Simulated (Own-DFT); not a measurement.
Simulation results for GaN (wurtzite, strained, atoms displaced)

Computed with Own-DFT development build. A calculation, not a measurement: plane-wave PBE density functional theory by an unreviewed code, no spin, of a simulated periodic cell, stress positive in tension, free energy of the whole cell less one offset for each atom, forces on such cells passed a denser k mesh, this cell's mesh not checked; offsets are fitted by least squares, one for each functional and potential file, so energies compare only between cells with the same atoms and settings and are not formation energies; the far tail of each file's local potential was reset to the Coulomb form; each entry is a single point on an unrelaxed cell, so the pressure reflects the starting lattice, mostly measured values (interpolated for alloys), from which strain is counted, and rises with the displacements; printed positions are rounded, which can move forces by about a meV/angstrom; the program, named Own-DFT, is a retired in-house code; no spin-orbit coupling.

Settings shared by all entries: functional PBE; potential files PseudoDojo norm-conserving, scalar-relativistic, standard set with the stringent files for Ga; wave cutoff 96 hartree; occupations Gaussian; smearing width 0.01 eV; k mesh 3 x 4 x 3 centred on Gamma.

(1) GaN (wurtzite, strained, atoms displaced)

```
GaN
1.0
     12.5024     0.2476    -0.0004
     -4.5276     8.2316     0.1481
     -0.0003     0.1852    10.5747
Ga N Ga N Ga N Ga N Ga N Ga N Ga N Ga N Ga N Ga N Ga N Ga N Ga N Ga N Ga N Ga N Ga N Ga N Ga N Ga N Ga N Ga N Ga N Ga N
2 2 2 2 2 2 2 2 2 2 2 2 2 2 2 2 2 2 2 2 2 2 2 2 2 2 2 2 2 2 2 2 2 2 2 2 2 2 2 2 2 2 2 2 2 2 2 2
Direct
  0.08492 0.22293 0.99882
  0.16273 0.09792 0.25098
  0.08595 0.23022 0.18281
  0.17094 0.11313 0.44111
  0.08923 0.22668 0.50974
  0.16496 0.11402 0.74617
  0.07362 0.22094 0.69110
  0.16361 0.11246 0.93919
  0.08631 0.55048 0.99979
  0.16754 0.44306 0.25107
  0.08499 0.55594 0.19114
  0.16388 0.43805 0.43669
  0.07593 0.54509 0.49231
  0.16426 0.44266 0.74637
  0.08514 0.55403 0.69573
  0.16936 0.44249 0.93002
  0.08285 0.88654 0.00583
  0.16982 0.78676 0.24449
  0.08232 0.89309 0.18939
  0.17261 0.78778 0.43812
  0.08727 0.89882 0.50478
  0.17441 0.79010 0.75494
  0.09416 0.89728 0.69043
  0.15948 0.77243 0.94365
  0.33058 0.21287 0.99554
  0.42473 0.11155 0.25767
  0.34149 0.22562 0.18722
  0.41177 0.11062 0.43765
  0.33109 0.22065 0.50174
  0.42056 0.11177 0.75167
  0.33720 0.22331 0.69030
  0.41779 0.10371 0.94292
  0.33562 0.56122 0.99747
  0.42130 0.44803 0.24652
  0.33965 0.56077 0.18630
  0.40907 0.43657 0.44454
  0.33436 0.56772 0.50368
  0.41613 0.44116 0.75597
  0.33405 0.55099 0.68161
  0.41565 0.44345 0.94845
  0.33517 0.88187 0.00047
  0.41479 0.77844 0.25173
  0.33273 0.88457 0.19648
  0.41692 0.77268 0.43437
  0.33247 0.88497 0.49973
  0.41283 0.77396 0.75178
  0.33193 0.89603 0.67801
  0.42099 0.77945 0.94130
  0.58608 0.20931 0.99547
  0.67485 0.11639 0.25273
  0.57941 0.21603 0.18334
  0.66775 0.11168 0.43788
  0.57481 0.22462 0.50257
  0.67051 0.10850 0.74708
  0.58320 0.21929 0.69371
  0.66740 0.11998 0.93517
  0.58679 0.55857 0.99685
  0.66933 0.44675 0.24947
  0.58216 0.55266 0.18852
  0.66234 0.44212 0.43874
  0.57938 0.55991 0.49760
  0.67183 0.44451 0.74696
  0.58126 0.55818 0.68403
  0.66711 0.43740 0.94572
  0.58635 0.89426 0.00244
  0.65650 0.78402 0.24785
  0.57168 0.87225 0.19394
  0.67137 0.77857 0.43819
  0.58388 0.89170 0.49460
  0.67329 0.77831 0.75225
  0.58322 0.88770 0.68804
  0.66291 0.77892 0.93431
  0.83863 0.22659 0.00211
  0.90875 0.10201 0.25482
  0.83212 0.22157 0.18714
  0.91486 0.10548 0.43920
  0.83719 0.22396 0.50665
  0.91708 0.12228 0.74693
  0.82859 0.21407 0.68566
  0.91093 0.11151 0.92622
  0.83545 0.55374 0.99791
  0.91741 0.44443 0.24105
  0.84052 0.55635 0.19368
  0.91575 0.44790 0.44199
  0.83959 0.55959 0.50288
  0.91347 0.44671 0.74980
  0.83938 0.56507 0.68479
  0.91528 0.43298 0.93105
  0.83213 0.88179 0.99469
  0.91439 0.76734 0.24240
  0.83743 0.89433 0.19203
  0.91363 0.78257 0.44555
  0.83132 0.89361 0.50327
  0.91804 0.78011 0.75236
  0.82849 0.88781 0.68162
  0.91660 0.77387 0.93232
```

| Property | Result |
| --- | --- |
| free energy of cell above offsets | -2.823 eV |
| pressure | 6.8 GPa |
| stress xx | -13.94 GPa |
| stress yy | -6.22 GPa |
| stress zz | -0.23 GPa |
| stress yz | 4 GPa |
| stress xz | 0.46 GPa |
| stress xy | 6.43 GPa |

Force:
```csv
element,x (eV/Å),y (eV/Å),z (eV/Å)
Ga,-1.2,0.169,0.32
Ga,0.314,3.169,0.264
N,-0.359,-1.183,0.71
N,-0.901,0.079,-0.486
Ga,-0.777,-0.9,-1.421
Ga,0.828,0.016,1.074
N,1.939,0.894,-0.749
N,1.158,-1.142,-0.844
Ga,-0.583,-0.27,-0.01
Ga,1.219,-0.228,-0.055
N,-0.613,0.686,-0.918
N,0.403,0.864,0.183
Ga,0.813,2.163,1.237
Ga,1.323,-0.125,0.47
N,-1.897,1.313,-1.518
N,0.263,0.385,0.718
Ga,-0.781,0.882,-0.71
Ga,0.447,-1.442,1.628
N,-0.464,-1.093,-0.806
N,-0.76,-1.599,-0.582
Ga,-0.305,-1.552,-0.3
Ga,0.307,-1.943,0.006
N,-2.324,-0.078,-0.179
N,1.723,0.377,-0.493
Ga,-0.086,0.878,1.483
Ga,-1.34,-0.31,-0.933
N,-1.198,-0.938,-0.004
N,1.308,-0.447,0.524
Ga,0.062,0.402,0.408
Ga,-0.181,-0.656,0.501
N,-1.167,0.156,0.089
N,-0.073,-0.163,-1.138
Ga,-0.23,-1.057,1.012
Ga,-0.5,-1.489,0.997
N,-1.523,-0.047,-0.132
N,0.412,1.584,-1.154
Ga,0.353,-2.397,-0.802
Ga,0.571,0.169,-0.088
N,-1.032,0.674,1.61
N,0.846,-0.316,-1.669
Ga,-1.39,0.558,1.158
Ga,-0.052,-1.892,0.531
N,-0.767,1.521,-1.782
N,0.052,1.524,0.291
Ga,-0.133,0.488,-0.704
Ga,0.735,0.309,-0.638
N,1.104,-0.295,1.903
N,0.161,-0.048,-1.126
Ga,-3.824,2.273,2.095
Ga,-1.886,-0.832,0.29
N,1.589,0.897,0.298
N,-0.134,0.685,0.095
Ga,1.051,-0.313,-0.016
Ga,-0.927,-1.121,0.491
N,0.052,0.97,-0.934
N,3.975,-2.536,-0.896
Ga,-0.566,-0.907,0.847
Ga,-0.108,-0.956,0.442
N,0.657,1.594,-0.642
N,0.88,0.52,-0.139
Ga,0.035,-0.661,0.185
Ga,-0.969,0.026,0.412
N,0.698,-0.155,1.006
N,0.258,0.722,-1.226
Ga,-0.357,0.115,0.07
Ga,5.229,-2.611,1.805
N,-1.6,4.2,-2.6
N,-1.171,0.131,-0.816
Ga,0.172,-0.441,1.043
Ga,-1.552,-0.732,-0.829
N,-0.5,0.027,-0.186
N,1.196,0.007,0.622
Ga,-0.776,-1.422,-0.194
Ga,1.795,1.243,0.067
N,0.422,0.646,-0.453
N,0.447,1.644,-0.008
Ga,-0.832,-0.3,-1.358
Ga,0.371,-2.682,0.79
N,-0.972,2.434,-0.282
N,1.334,-0.678,1.628
Ga,-0.161,-0.676,0.138
Ga,1.967,-1.157,1.967
N,-2.297,0.018,-2.039
N,0.503,-1.408,-1.409
Ga,-2.089,0.559,-0.514
Ga,1.627,-0.57,-0.277
N,-0.794,-0.329,0.609
N,-0.01,1.93,1.048
Ga,-0.868,1.383,0.706
Ga,-0.471,1.679,2.375
N,-1.09,-1.372,-1.618
N,1.757,-0.313,-1.238
Ga,0.11,-0.919,-0.47
Ga,0.409,0.643,-1.386
N,1.295,1.075,1.53
N,0.42,0.018,1.094
```

(2) GaN (wurtzite, strained, atoms displaced)

```
GaN
1.0
     12.5615    -0.1349     0.0297
     -4.7981     8.3454    -0.1253
      0.0241    -0.1429    10.4107
Ga N Ga N Ga N Ga N Ga N Ga N Ga N Ga N Ga N Ga N Ga N Ga N Ga N Ga N Ga N Ga N Ga N Ga N Ga N Ga N Ga N Ga N Ga N Ga N
2 2 2 2 2 2 2 2 2 2 2 2 2 2 2 2 2 2 2 2 2 2 2 2 2 2 2 2 2 2 2 2 2 2 2 2 2 2 2 2 2 2 2 2 2 2 2 2
Direct
  0.08008 0.22336 0.00288
  0.16040 0.10237 0.25011
  0.08592 0.23203 0.18776
  0.16278 0.10759 0.43604
  0.08175 0.22095 0.49769
  0.16127 0.10418 0.75397
  0.08425 0.22171 0.69698
  0.16399 0.11101 0.94141
  0.07717 0.54269 0.99208
  0.16082 0.43538 0.24526
  0.08290 0.54674 0.18197
  0.16672 0.44753 0.43636
  0.08326 0.54560 0.49542
  0.16900 0.44604 0.74783
  0.08786 0.56291 0.70243
  0.16499 0.44795 0.94333
  0.07507 0.88786 0.00286
  0.16229 0.76507 0.24561
  0.08549 0.89220 0.18446
  0.17087 0.77553 0.43383
  0.09233 0.88711 0.48929
  0.16834 0.78124 0.75422
  0.07594 0.88807 0.69536
  0.16311 0.78118 0.93186
  0.33356 0.22460 0.99899
  0.41104 0.10713 0.24422
  0.33821 0.22378 0.19348
  0.41792 0.11026 0.43722
  0.32780 0.22080 0.50632
  0.41521 0.11087 0.74901
  0.33161 0.22808 0.69277
  0.41460 0.10721 0.94027
  0.32786 0.54928 0.99687
  0.42103 0.44716 0.24528
  0.33755 0.55333 0.17470
  0.41000 0.43725 0.43615
  0.33824 0.54996 0.50312
  0.40682 0.43380 0.74956
  0.34252 0.56240 0.69478
  0.41842 0.43878 0.94065
  0.33349 0.89572 0.00333
  0.41237 0.76919 0.25225
  0.33691 0.89457 0.17836
  0.41930 0.77310 0.43656
  0.33107 0.88342 0.49475
  0.41847 0.78002 0.74462
  0.32531 0.88955 0.68861
  0.41370 0.77106 0.94203
  0.58186 0.21454 0.99838
  0.67040 0.11172 0.24839
  0.58305 0.21271 0.19186
  0.66508 0.11439 0.43379
  0.59433 0.22032 0.49553
  0.66991 0.10809 0.73796
  0.58330 0.22724 0.68853
  0.66936 0.11559 0.94128
  0.58376 0.55854 0.99810
  0.66346 0.44299 0.24313
  0.58394 0.55307 0.18141
  0.66606 0.44530 0.43715
  0.57983 0.55014 0.50268
  0.66635 0.44219 0.74482
  0.58357 0.55494 0.69260
  0.66403 0.44653 0.93896
  0.57976 0.88719 0.00162
  0.66402 0.77424 0.25119
  0.57743 0.87298 0.18233
  0.65948 0.77797 0.43458
  0.58482 0.88218 0.49666
  0.65824 0.78007 0.74221
  0.58298 0.88740 0.68764
  0.66939 0.77915 0.93786
  0.83086 0.22766 0.00583
  0.92147 0.11863 0.24405
  0.84151 0.22983 0.19483
  0.91605 0.10678 0.42958
  0.83104 0.21539 0.50526
  0.92240 0.11438 0.74735
  0.83974 0.22733 0.68618
  0.91835 0.11499 0.93449
  0.83075 0.55185 0.00033
  0.91217 0.43687 0.24772
  0.83506 0.55928 0.18946
  0.92376 0.46131 0.43961
  0.83150 0.55742 0.49218
  0.92279 0.45409 0.74489
  0.83304 0.54669 0.68331
  0.91981 0.44990 0.93921
  0.82489 0.88145 0.00796
  0.91448 0.78056 0.24782
  0.82658 0.88422 0.19387
  0.91688 0.78927 0.43463
  0.84046 0.88122 0.50428
  0.92019 0.78138 0.75176
  0.83459 0.88523 0.69344
  0.91381 0.78317 0.95320
```

| Quantity | Value |
| --- | --- |
| free energy of cell above offsets | -3.154 eV |
| pressure | 9.62 GPa |
| stress xx | -14.69 GPa |
| stress yy | -8.48 GPa |
| stress zz | -5.68 GPa |
| stress yz | -4.03 GPa |
| stress xz | 0.7 GPa |
| stress xy | -2.21 GPa |

Force:
```csv
element,x (eV/Å),y (eV/Å),z (eV/Å)
Ga,0.635,0.231,-0.853
Ga,0.818,1.896,-0.29
N,0.992,-3.095,-0.453
N,0.116,-0.008,0.342
Ga,-0.024,0.143,0.561
Ga,0.215,0.624,0.458
N,0.934,0.913,-2.04
N,-0.1,0.029,0.083
Ga,0.558,3.155,1.075
Ga,1.221,3.086,0.712
N,-0.681,0.361,0.32
N,1.492,-1.179,-0.013
Ga,-0.415,1.975,1.651
Ga,-0.158,0.301,1.032
N,1.051,-0.769,-2.478
N,0.778,-1.743,-1.709
Ga,2.155,0.663,-0.67
Ga,0.239,1.042,-0.71
N,-0.014,-1.308,1.12
N,-0.813,-1.253,-0.469
Ga,-1.757,0.076,1.515
Ga,-1.301,0.2,-0.136
N,2.635,0.38,-2.206
N,0.089,-0.438,2.202
Ga,0.17,-0.526,0.811
Ga,0.942,0.321,1.517
N,-1.535,-0.121,-1.049
N,-0.34,-0.157,0.334
Ga,1.439,-0.285,-1.024
Ga,-0.059,0.161,0.273
N,0.156,-2.588,-0.843
N,-0.224,0.62,-0.877
Ga,1.334,0.876,-0.562
Ga,-0.883,-0.471,0.288
N,-0.856,-0.428,2.689
N,1.04,-0.114,-0.1
Ga,-1.34,0.911,-0.051
Ga,1.532,2.365,1.609
N,-1.105,-0.988,-1.318
N,-1.322,0.276,-0.938
Ga,-0.069,-1.627,-1.993
Ga,-0.164,0.412,-1.27
N,-0.233,-1.83,2.565
N,-1.011,-0.41,0.487
Ga,1.32,1.48,0.786
Ga,-1.532,0.549,1.841
N,2.227,0.354,-1.137
N,-0.605,0.656,-1.47
Ga,-0.546,1.388,0.416
Ga,-0.361,-1.291,-0.318
N,-0.169,0.953,-0.848
N,2.731,-1.965,0.035
Ga,-3.994,1.377,0.927
Ga,-0.84,1.284,1.879
N,0.903,-1.668,-0.735
N,-0.036,-1.311,-1.242
Ga,0.16,0.314,-0.522
Ga,0.394,-0.474,0.582
N,0.318,0.38,0.896
N,-0.389,-0.438,-0.616
Ga,-0.011,0.334,-0.051
Ga,-0.06,0.97,1.248
N,-0.633,-0.147,-0.808
N,0.665,-1.049,-0.463
Ga,0.62,0.028,-0.714
Ga,-0.605,-0.362,-0.163
N,0.141,1.762,1.388
N,2.747,-1.389,0.647
Ga,-1.403,1.636,0.321
Ga,2.751,-1.091,1.917
N,-0.753,1.024,-1.325
N,-1.9,-0.472,-0.992
Ga,1.445,-0.039,-0.994
Ga,-0.258,-1.628,0.795
N,-0.923,-2.033,-1.344
N,-0.524,0.119,1.302
Ga,0.697,0.906,-1.6
Ga,-1.409,-0.968,1.068
N,-0.011,-0.415,0.311
N,-1.155,-0.625,1.025
Ga,-0.101,0.837,0.005
Ga,0.019,3.022,1.086
N,0.237,-0.746,-0.003
N,-0.668,-2.311,-0.8
Ga,0.468,0.918,0.822
Ga,-0.679,-1.039,1.018
N,-0.545,1.557,0.015
N,-2.103,-1.559,-0.945
Ga,0.544,1.766,-0.523
Ga,0.289,-0.043,-0.03
N,0.884,1.435,-0.538
N,3.19,-2.356,-0.777
Ga,-3.544,1.96,0.614
Ga,-1.812,-1.991,1.362
N,-0.886,0.454,-0.904
N,-0.43,-1.732,-2.036
```
